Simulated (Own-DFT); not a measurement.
## Calculated data, Si$_{23}$GeO$_{48}$ (quartz with substituted atoms, atoms displaced)

All values are calculated (Own-DFT development build). A calculation, not a measurement: plane-wave PBE and HSE06 DFT by an unreviewed code, no spin, of a simulated cell at Gamma alone, so results move with cell size and shape, stress positive in tension, energies less offsets, not probed for a lower state with spin; oxygen file: force components 24 meV/angstrom off all-electron in a glass; k mesh not checked against a denser one; forces and stress are PBE's, HSE06 gives the energy alone, and its difference from PBE has offsets of its own; offsets are fitted by least squares, one for each functional and potential file, so energies compare only between cells with the same atoms and settings and are not formation energies; the far tail of each file's local potential was reset to the Coulomb form; each entry is a single point on an unrelaxed cell, so the pressure reflects the starting lattice, mostly measured values (interpolated for alloys), from which strain is counted, and rises with the displacements; printed positions are rounded, which can move forces by about a meV/angstrom; the program, named Own-DFT, is a retired in-house code; no spin-orbit coupling.

Settings shared by all entries: first functional PBE; second functional HSE06; exact exchange share 0.25; screening 0.11 1/bohr; exchange divergence Gygi-Baldereschi; potential files PseudoDojo norm-conserving, scalar-relativistic, made for PBE, standard set; wave cutoff 48 hartree; occupations fixed; k mesh 1 x 1 x 1 centred on Gamma.

```json
{"entry": 1, "formula": "Si23GeO48", "kind": "quartz with substituted atoms, atoms displaced", "structure": {"cell_angstrom": [[9.8268, 0.0, 0.0], [-4.9134, 8.5103, 0.0], [0.0, 0.0, 10.8104]], "atoms_fractional": [["Si", 0.23519, 0.00201, 0.99474], ["Si", 0.00331, 0.23295, 0.33114], ["Si", 0.26334, 0.27152, 0.15812], ["O", 0.20451, 0.13426, 0.06421], ["O", 0.41993, 0.28584, 0.21773], ["O", 0.3745, 0.07896, 0.38695], ["O", 0.07038, 0.37028, 0.44277], ["O", 0.1265, 0.20634, 0.27651], ["O", 0.29574, 0.43252, 0.10886], ["Si", 0.23442, 0.01657, 0.48726], ["Si", 0.99229, 0.22351, 0.83975], ["Si", 0.26303, 0.26947, 0.66062], ["O", 0.20702, 0.12381, 0.5573], ["O", 0.43044, 0.28652, 0.73164], ["O", 0.37289, 0.08594, 0.88912], ["O", 0.07167, 0.36369, 0.94071], ["O", 0.13535, 0.21138, 0.77219], ["O", 0.30021, 0.42552, 0.61153], ["Si", 0.23527, 0.49524, 0.99659], ["Si", 0.00151, 0.73472, 0.33436], ["Si", 0.26076, 0.7636, 0.16181], ["O", 0.21306, 0.63839, 0.06077], ["O", 0.41463, 0.78271, 0.2216], ["O", 0.36932, 0.57707, 0.40195], ["O", 0.07532, 0.87003, 0.43899], ["O", 0.12406, 0.6914, 0.26968], ["O", 0.30064, 0.9397, 0.11084], ["Si", 0.24923, 0.50814, 0.49909], ["Ge", 0.99928, 0.72513, 0.83321], ["Si", 0.26424, 0.76308, 0.66085], ["O", 0.215, 0.63635, 0.56215], ["O", 0.4205, 0.78212, 0.73323], ["O", 0.36653, 0.57851, 0.8997], ["O", 0.06678, 0.8559, 0.9454], ["O", 0.13747, 0.70364, 0.77251], ["O", 0.29089, 0.92409, 0.6091], ["Si", 0.74275, 0.00087, 0.99814], ["Si", 0.51057, 0.24272, 0.33293], ["Si", 0.77188, 0.27221, 0.1619], ["O", 0.71311, 0.14462, 0.06094], ["O", 0.91983, 0.28521, 0.23143], ["O", 0.86695, 0.07545, 0.40376], ["O", 0.5761, 0.3704, 0.44004], ["O", 0.63034, 0.20568, 0.27532], ["O", 0.78994, 0.41677, 0.10258], ["Si", 0.73653, 0.99529, 0.5065], ["Si", 0.50239, 0.22777, 0.83555], ["Si", 0.7569, 0.25486, 0.657], ["O", 0.71116, 0.1371, 0.56006], ["O", 0.92958, 0.29578, 0.72214], ["O", 0.86368, 0.07235, 0.89021], ["O", 0.57223, 0.36297, 0.94218], ["O", 0.65201, 0.21187, 0.77743], ["O", 0.7963, 0.43546, 0.6105], ["Si", 0.7335, 0.49365, 0.00869], ["Si", 0.50249, 0.73749, 0.33151], ["Si", 0.76476, 0.76722, 0.17485], ["O", 0.70966, 0.63377, 0.05056], ["O", 0.93869, 0.80539, 0.22899], ["O", 0.87295, 0.58172, 0.39332], ["O", 0.57254, 0.87093, 0.44127], ["O", 0.62702, 0.70321, 0.28384], ["O", 0.79284, 0.92397, 0.11038], ["Si", 0.74764, 0.50491, 0.4985], ["Si", 0.49915, 0.73896, 0.83355], ["Si", 0.76359, 0.76063, 0.66651], ["O", 0.70046, 0.62931, 0.55557], ["O", 0.92041, 0.79108, 0.72359], ["O", 0.86222, 0.57926, 0.89051], ["O", 0.56001, 0.86151, 0.93118], ["O", 0.63746, 0.71659, 0.77575], ["O", 0.78861, 0.92221, 0.60482]]}, "results": {"PBE_energy_of_cell_above_offsets [eV]": "-13.083", "HSE06_less_PBE_above_offsets [eV]": "-0.280", "PBE_pressure [GPa]": 13.04, "PBE_stress_xx [GPa]": -10.53, "PBE_stress_yy [GPa]": -16.18, "PBE_stress_zz [GPa]": -12.41, "PBE_stress_yz [GPa]": 1.06, "PBE_stress_xz [GPa]": 3.43, "PBE_stress_xy [GPa]": 0.9, "force_element": ["Si", "Si", "Si", "O", "O", "O", "O", "O", "O", "Si", "Si", "Si", "O", "O", "O", "O", "O", "O", "Si", "Si", "Si", "O", "O", "O", "O", "O", "O", "Si", "Ge", "Si", "O", "O", "O", "O", "O", "O", "Si", "Si", "Si", "O", "O", "O", "O", "O", "O", "Si", "Si", "Si", "O", "O", "O", "O", "O", "O", "Si", "Si", "Si", "O", "O", "O", "O", "O", "O", "Si", "Si", "Si", "O", "O", "O", "O", "O", "O"], "force_x [eV/angstrom]": [0.065, -5.129, 1.143, -0.339, 1.327, -0.919, 1.611, 6.252, -0.557, 7.85, 1.257, 4.213, -5.976, -2.919, -3.405, -0.423, -0.198, -1.818, -2.054, 2.012, -1.881, -0.016, 3.371, 4.155, -0.35, -0.089, -0.168, -5.487, 0.702, 0.38, 0.261, -3.018, 1.619, 0.94, 3.918, -1.279, -5.117, -3.885, 0.253, 1.749, 0.087, 1.407, 0.554, 4.194, 0.261, -2.917, 3.956, 1.81, 0.108, 0.471, -0.506, 0.475, -2.721, 1.158, -1.592, -5.297, 1.705, -1.353, -2.402, -0.156, -0.376, 5.182, -0.905, -3.256, 1.952, -1.642, 0.026, 1.17, -4.407, 2.585, 0.222, 2.158], "force_y [eV/angstrom]": [-0.391, 1.037, -1.885, -2.139, 0.717, -0.917, 0.581, -0.29, 1.424, -7.909, 6.865, -5.398, 7.963, 0.579, -7.985, -0.658, -0.755, 5.035, 1.953, 2.452, 2.199, -3.19, 0.422, 2.786, -0.42, 0.657, -1.026, -4.631, 5.34, 2.429, -2.677, 1.269, -0.109, 4.77, -0.98, 2.191, -1.646, 0.104, -4.493, -4.477, 0.905, 0.81, 1.087, 0.522, 4.198, 1.708, 6.687, 7.663, -5.334, -1.184, -4.296, 0.261, -0.94, -1.849, 1.331, 1.259, -2.466, 2.753, -0.506, -2.085, -0.668, -0.327, 1.34, -0.897, -5.006, -0.83, 0.662, 1.355, -10.31, 7.365, -0.694, -1.314], "force_z [eV/angstrom]": [1.287, 5.197, 4.389, -2.918, 1.529, 0.812, -0.13, -3.811, -0.318, -1.822, -6.08, 4.013, 5.4, -2.901, 4.153, 0.578, 0.4, -3.168, 1.429, -1.04, 1.385, -3.138, 2.188, -5.171, -0.506, -0.131, -0.583, 4.278, -4.177, 3.191, -2.648, -4.015, -1.745, 3.489, -1.536, -2.272, 1.608, -1.253, 5.844, -3.514, -0.875, -1.846, 0.465, -2.781, 0.47, -2.882, -3.265, 6.03, -5.288, 1.005, 1.22, 0.682, 1.634, 0.571, -5.916, 2.081, -1.129, 3.913, -1.083, -0.144, -0.729, -3.053, -0.942, 1.157, -1.523, -0.888, 0.268, -0.808, 5.599, 6.719, 0.067, 2.971]}}
{"entry": 2, "formula": "Si23GeO48", "kind": "quartz with substituted atoms, atoms displaced", "structure": {"cell_angstrom": [[9.8268, 0.0, 0.0], [-4.9134, 8.5103, 0.0], [0.0, 0.0, 10.8104]], "atoms_fractional": [["Si", 0.23227, 0.99858, 0.99846], ["Si", 0.00448, 0.23235, 0.33281], ["Si", 0.27163, 0.27013, 0.17146], ["O", 0.20385, 0.12597, 0.05726], ["O", 0.4381, 0.2982, 0.22587], ["O", 0.36559, 0.0665, 0.39585], ["O", 0.07611, 0.37586, 0.44494], ["O", 0.13543, 0.20338, 0.27499], ["O", 0.28956, 0.41955, 0.11108], ["Si", 0.22743, 0.99056, 0.4972], ["Si", 0.99343, 0.2291, 0.83546], ["Si", 0.27186, 0.26909, 0.67209], ["O", 0.20999, 0.13425, 0.54891], ["O", 0.42787, 0.2973, 0.72919], ["O", 0.36086, 0.06849, 0.89529], ["O", 0.06246, 0.36486, 0.94109], ["O", 0.13566, 0.20843, 0.77348], ["O", 0.30644, 0.43026, 0.61042], ["Si", 0.24165, 0.50924, 0.99849], ["Si", 0.99736, 0.73512, 0.33755], ["Si", 0.26091, 0.76292, 0.16796], ["O", 0.20704, 0.63727, 0.06684], ["O", 0.42415, 0.79428, 0.2196], ["O", 0.36146, 0.5715, 0.39009], ["O", 0.06838, 0.86094, 0.44143], ["O", 0.13127, 0.70649, 0.26771], ["O", 0.29668, 0.92171, 0.10582], ["Si", 0.23966, 0.5024, 0.49606], ["Si", 0.99731, 0.72942, 0.83755], ["Si", 0.26989, 0.76695, 0.66697], ["O", 0.20137, 0.63395, 0.55332], ["O", 0.43052, 0.80445, 0.72344], ["O", 0.37637, 0.58064, 0.90097], ["O", 0.07187, 0.85412, 0.93244], ["O", 0.12244, 0.70456, 0.76879], ["O", 0.29642, 0.92885, 0.5986], ["Si", 0.73199, 0.99564, 0.99766], ["Si", 0.49833, 0.22761, 0.33471], ["Si", 0.77273, 0.27213, 0.16814], ["O", 0.70549, 0.12837, 0.066], ["O", 0.92974, 0.29381, 0.23231], ["O", 0.87272, 0.07438, 0.3915], ["O", 0.57129, 0.36432, 0.43475], ["O", 0.6397, 0.21003, 0.26733], ["O", 0.79196, 0.4255, 0.10064], ["Si", 0.73134, 0.00256, 0.48553], ["Si", 0.50226, 0.23437, 0.83582], ["Si", 0.76445, 0.26251, 0.67295], ["O", 0.69524, 0.12574, 0.55894], ["O", 0.92494, 0.29153, 0.72544], ["O", 0.86534, 0.08219, 0.89695], ["O", 0.57972, 0.36739, 0.94109], ["O", 0.62852, 0.20755, 0.7674], ["O", 0.7999, 0.42409, 0.60834], ["Si", 0.73932, 0.50162, 0.99531], ["Si", 0.49139, 0.73798, 0.34248], ["Si", 0.77009, 0.76234, 0.15821], ["O", 0.7017, 0.62854, 0.0609], ["O", 0.92045, 0.79935, 0.22652], ["O", 0.86316, 0.57045, 0.38675], ["O", 0.57629, 0.86381, 0.44706], ["O", 0.63594, 0.70404, 0.26721], ["O", 0.79594, 0.92938, 0.10862], ["Ge", 0.73759, 0.4969, 0.50418], ["Si", 0.49428, 0.74058, 0.82828], ["Si", 0.7733, 0.77112, 0.66981], ["O", 0.71768, 0.6329, 0.55471], ["O", 0.92417, 0.79242, 0.71921], ["O", 0.86459, 0.5695, 0.89777], ["O", 0.56897, 0.85386, 0.94196], ["O", 0.64282, 0.70274, 0.77864], ["O", 0.79034, 0.92634, 0.61057]]}, "results": {"PBE_energy_of_cell_above_offsets [eV]": "-16.207", "HSE06_less_PBE_above_offsets [eV]": "-0.217", "PBE_pressure [GPa]": 10.99, "PBE_stress_xx [GPa]": -11.31, "PBE_stress_yy [GPa]": -11.73, "PBE_stress_zz [GPa]": -9.94, "PBE_stress_yz [GPa]": 0.6, "PBE_stress_xz [GPa]": 0.79, "PBE_stress_xy [GPa]": -2.72, "force_element": ["Si", "Si", "Si", "O", "O", "O", "O", "O", "O", "Si", "Si", "Si", "O", "O", "O", "O", "O", "O", "Si", "Si", "Si", "O", "O", "O", "O", "O", "O", "Si", "Si", "Si", "O", "O", "O", "O", "O", "O", "Si", "Si", "Si", "O", "O", "O", "O", "O", "O", "Si", "Si", "Si", "O", "O", "O", "O", "O", "O", "Si", "Si", "Si", "O", "O", "O", "O", "O", "O", "Ge", "Si", "Si", "O", "O", "O", "O", "O", "O"], "force_x [eV/angstrom]": [0.792, -0.335, 1.638, -1.537, -1.322, 0.626, -0.817, 0.96, -1.825, 0.016, 2.292, -1.785, -0.719, 2.776, 1.943, 1.796, -1.19, -1.643, -2.401, -0.495, 0.573, 0.799, 2.691, 1.308, -0.943, -2.706, -1.819, -0.417, -2.593, -4.728, 0.94, 1.02, 0.174, 0.45, 3.855, 1.694, -0.683, 1.086, 0.518, 0.061, -0.022, -0.106, -1.623, -2.058, 1.207, 3.124, -2.065, 0.347, 0.285, 1.542, -0.573, -1.323, -0.362, 3.188, -2.986, 3.554, -4.392, 0.601, 5.197, 2.332, -2.911, -3.261, -0.078, 1.095, 5.262, -4.473, -5.994, 6.47, 2.713, -0.042, -3.321, -1.375], "force_y [eV/angstrom]": [-2.991, 2.735, -3.454, 2.748, -0.49, -0.099, -3.347, -0.257, 3.417, 2.969, 3.837, -2.318, 1.737, -0.057, 1.7, 2.219, -0.514, 1.979, -3.332, -1.226, 2.016, -3.798, -0.063, 0.315, 0.14, -0.604, 2.392, -1.022, -2.02, -0.715, 0.948, 0.384, -0.186, 5.155, -0.234, -1.913, 0.01, 0.341, -0.974, 0.121, 0.725, -1.083, -1.778, -0.976, 0.088, 2.45, -0.283, -0.616, 0.887, -0.09, -3.446, -1.523, -1.325, -1.798, -0.779, -0.367, 0.92, -1.668, 0.292, 0.651, -2.658, 0.431, 0.261, -3.671, -1.894, -2.294, 8.026, 0.163, 1.59, 2.234, 0.252, 1.725], "force_z [eV/angstrom]": [1.591, 1.504, -0.808, 2.282, -0.679, -1.501, -2.167, 0.108, -2.585, 0.197, -1.943, -3.584, 2.37, 1.565, -2.359, 0.856, 1.017, -1.803, 2.527, -3.99, 0.599, -3.776, 3.17, -1.207, 0.682, 2.886, -1.826, 4.32, -5.352, -2.425, 1.373, 0.125, -1.836, 5.0, -1.818, 2.676, 2.775, -0.697, -1.797, -0.628, -0.798, -0.095, -0.092, 2.528, 1.087, 6.244, 0.502, -4.358, 0.36, 0.841, 0.224, -0.895, 1.695, 3.836, 4.021, -6.532, 2.054, -2.464, 2.561, -2.626, -1.087, 1.969, -1.319, -3.607, 0.295, -3.491, 4.656, 3.986, -3.751, 0.857, 0.747, -2.194]}}
{"entry": 3, "formula": "Si23GeO48", "kind": "quartz with substituted atoms, atoms displaced", "structure": {"cell_angstrom": [[9.8268, 0.0, 0.0], [-4.9134, 8.5103, 0.0], [0.0, 0.0, 10.8104]], "atoms_fractional": [["Si", 0.24011, 0.99291, 0.00472], ["Si", 0.99332, 0.22979, 0.33543], ["Si", 0.27612, 0.27997, 0.16924], ["O", 0.22126, 0.14692, 0.05903], ["O", 0.42831, 0.29555, 0.22166], ["O", 0.37533, 0.07748, 0.39197], ["O", 0.06478, 0.36262, 0.44198], ["O", 0.13164, 0.20045, 0.27349], ["O", 0.28533, 0.41532, 0.10929], ["Si", 0.23063, 0.00034, 0.4976], ["Si", 0.9968, 0.21373, 0.8361], ["Ge", 0.26394, 0.26723, 0.66707], ["O", 0.19682, 0.13572, 0.56985], ["O", 0.42587, 0.28876, 0.72905], ["O", 0.3615, 0.07735, 0.8966], ["O", 0.06849, 0.36081, 0.94204], ["O", 0.15113, 0.20639, 0.77834], ["O", 0.28981, 0.41841, 0.5995], ["Si", 0.23559, 0.50268, 0.00745], ["Si", 0.99483, 0.72892, 0.33103], ["Si", 0.26593, 0.7705, 0.16368], ["O", 0.2091, 0.63844, 0.05764], ["O", 0.43095, 0.79289, 0.22263], ["O", 0.36993, 0.57105, 0.39304], ["O", 0.08438, 0.87745, 0.44166], ["O", 0.13727, 0.70596, 0.27553], ["O", 0.29705, 0.92499, 0.10306], ["Si", 0.23508, 0.51284, 0.50178], ["Si", 0.00828, 0.73534, 0.83803], ["Si", 0.26199, 0.7625, 0.67243], ["O", 0.205, 0.63467, 0.55503], ["O", 0.4309, 0.78363, 0.72358], ["O", 0.35811, 0.57005, 0.89719], ["O", 0.07991, 0.87553, 0.94203], ["O", 0.13301, 0.70354, 0.76756], ["O", 0.29022, 0.93139, 0.60988], ["Si", 0.73839, 0.00969, 0.00188], ["Si", 0.49287, 0.23079, 0.33178], ["Si", 0.76512, 0.26268, 0.16523], ["O", 0.7022, 0.12812, 0.05584], ["O", 0.92342, 0.2898, 0.22655], ["O", 0.86397, 0.07393, 0.39476], ["O", 0.5716, 0.36652, 0.4386], ["O", 0.63596, 0.20304, 0.26882], ["O", 0.78872, 0.42907, 0.10502], ["Si", 0.72331, 0.9963, 0.50433], ["Si", 0.49781, 0.22881, 0.83116], ["Si", 0.76016, 0.26681, 0.66522], ["O", 0.7071, 0.14076, 0.55293], ["O", 0.933, 0.29749, 0.72265], ["O", 0.85719, 0.06973, 0.88995], ["O", 0.57498, 0.36469, 0.94179], ["O", 0.63907, 0.20921, 0.77992], ["O", 0.79726, 0.42417, 0.61799], ["Si", 0.73507, 0.49529, 0.99855], ["Si", 0.50425, 0.7384, 0.32598], ["Si", 0.76396, 0.76787, 0.1651], ["O", 0.69526, 0.62891, 0.06294], ["O", 0.92972, 0.79747, 0.2323], ["O", 0.86989, 0.57211, 0.40177], ["O", 0.57553, 0.86725, 0.43096], ["O", 0.62878, 0.70567, 0.2778], ["O", 0.80065, 0.92345, 0.11034], ["Si", 0.72993, 0.50071, 0.49864], ["Si", 0.49707, 0.72382, 0.82854], ["Si", 0.76601, 0.77253, 0.67021], ["O", 0.71438, 0.63715, 0.55535], ["O", 0.91892, 0.78183, 0.73168], ["O", 0.86548, 0.56938, 0.89351], ["O", 0.56712, 0.86011, 0.9409], ["O", 0.637, 0.70242, 0.77803], ["O", 0.79861, 0.93463, 0.59964]]}, "results": {}}
```

To be estimated
1. Estimate the PBE stress xx of Si$_{23}$GeO$_{48}$ (quartz with substituted atoms, atoms displaced) (entry 3).
2. Give the table of force values for Si$_{23}$GeO$_{48}$ (quartz with substituted atoms, atoms displaced) (entry 3).

Answers
1. -9.95 GPa
2. 
Force:
| element | x (eV/Å) | y (eV/Å) | z (eV/Å) |
| --- | --- | --- | --- |
| Si | -4.328 | 6.542 | -1.362 |
| Si | 2.377 | 1.294 | -0.213 |
| Si | -0.554 | -9.562 | 2.297 |
| O | 0.911 | -2.269 | -0.38 |
| O | 3.423 | 0.627 | 2.015 |
| O | -2.059 | -3.813 | 2.385 |
| O | 0.765 | 1.982 | 0.645 |
| O | -0.258 | 0.694 | 0.125 |
| O | -3.545 | 8.502 | -3.479 |
| Si | 2.71 | 5.822 | 3.713 |
| Si | 1.43 | 7.754 | -3.204 |
| Ge | 4.014 | 3.125 | 0.948 |
| O | 1.8 | -9.8 | -9.399 |
| O | 4.255 | 1.369 | 0.642 |
| O | 1.477 | -0.953 | -1.016 |
| O | 0.673 | -0.126 | 0.304 |
| O | -8.367 | -3.921 | 9.568 |
| O | -3.299 | 8.782 | -3.788 |
| Si | -0.968 | -3.352 | -1.717 |
| Si | 1.866 | 1.391 | 2.578 |
| Si | 2.232 | -2.801 | 2.703 |
| O | -0.939 | 0.35 | 0.335 |
| O | -2.318 | 0.711 | -2.022 |
| O | -0.499 | 0.964 | -0.167 |
| O | -4.044 | -6.416 | -4.313 |
| O | -0.513 | 0.213 | -0.197 |
| O | 1.861 | 0.495 | 2.382 |
| Si | 3.797 | -7.206 | -3.521 |
| Si | -2.742 | -0.577 | 0.031 |
| Si | 3.013 | 2.698 | -5.057 |
| O | -3.257 | 4.716 | 3.281 |
| O | -2.614 | 0.61 | -2.233 |
| O | 1.32 | 0.448 | -1.319 |
| O | -1.069 | -2.68 | -1.214 |
| O | -2.093 | -1.414 | 3.485 |
| O | 1.199 | -1.323 | 0.918 |
| Si | 1.54 | -7.564 | -0.814 |
| Si | 3.099 | 3.661 | -2.166 |
| Si | -0.474 | 1.413 | -1.022 |
| O | -2.619 | 3.675 | 2.211 |
| O | 0.305 | 0.469 | -0.828 |
| O | -1.204 | -2.206 | 1.062 |
| O | -0.267 | -0.447 | -0.279 |
| O | -2.808 | -0.333 | 1.741 |
| O | 2.731 | -2.148 | 2.922 |
| Si | 0.762 | 2.42 | -3.506 |
| Si | -0.134 | 1.678 | 1.626 |
| Si | 4.151 | -3.502 | 2.498 |
| O | -0.987 | -0.462 | 0.458 |
| O | 0.727 | -1.91 | 1.22 |
| O | -0.144 | -3.155 | 0.508 |
| O | -0.884 | -1.336 | -1.083 |
| O | 0.296 | -1.082 | -0.119 |
| O | -3.743 | 5.911 | -4.239 |
| Si | -2.88 | 2.104 | -0.388 |
| Si | -3.184 | -2.144 | 3.084 |
| Si | 1.281 | -4.243 | 2.566 |
| O | 1.164 | -0.584 | -0.599 |
| O | -1.757 | -0.031 | -1.686 |
| O | 1.003 | 0.353 | -1.345 |
| O | -0.976 | 0.67 | 1.567 |
| O | 5.322 | -0.409 | -2.853 |
| O | -2.708 | 5.29 | -3.222 |
| Si | 2.27 | -2.049 | 2.326 |
| Si | 0.121 | 0.806 | 4.204 |
| Si | 1.315 | -1.27 | -2.091 |
| O | -1.95 | 2.646 | 2.108 |
| O | 0.847 | 0.965 | 0.212 |
| O | 1.433 | 1.499 | -0.704 |
| O | 1.109 | 0.892 | 0.13 |
| O | 0.122 | -0.31 | -0.401 |
| O | 1.461 | -2.145 | 3.145 |

Further results for Si$_{23}$GeO$_{48}$ (quartz with substituted atoms, atoms displaced) (entry 3):

```
PBE energy of cell above offsets : -13.760 eV
HSE06 less PBE above offsets     : -0.221 eV
PBE pressure                     : 11.42 GPa
PBE stress yy                    : -13.16 GPa
PBE stress zz                    : -11.15 GPa
PBE stress yz                    : 3.64 GPa
PBE stress xz                    : 0.64 GPa
PBE stress xy                    : 0.84 GPa
```
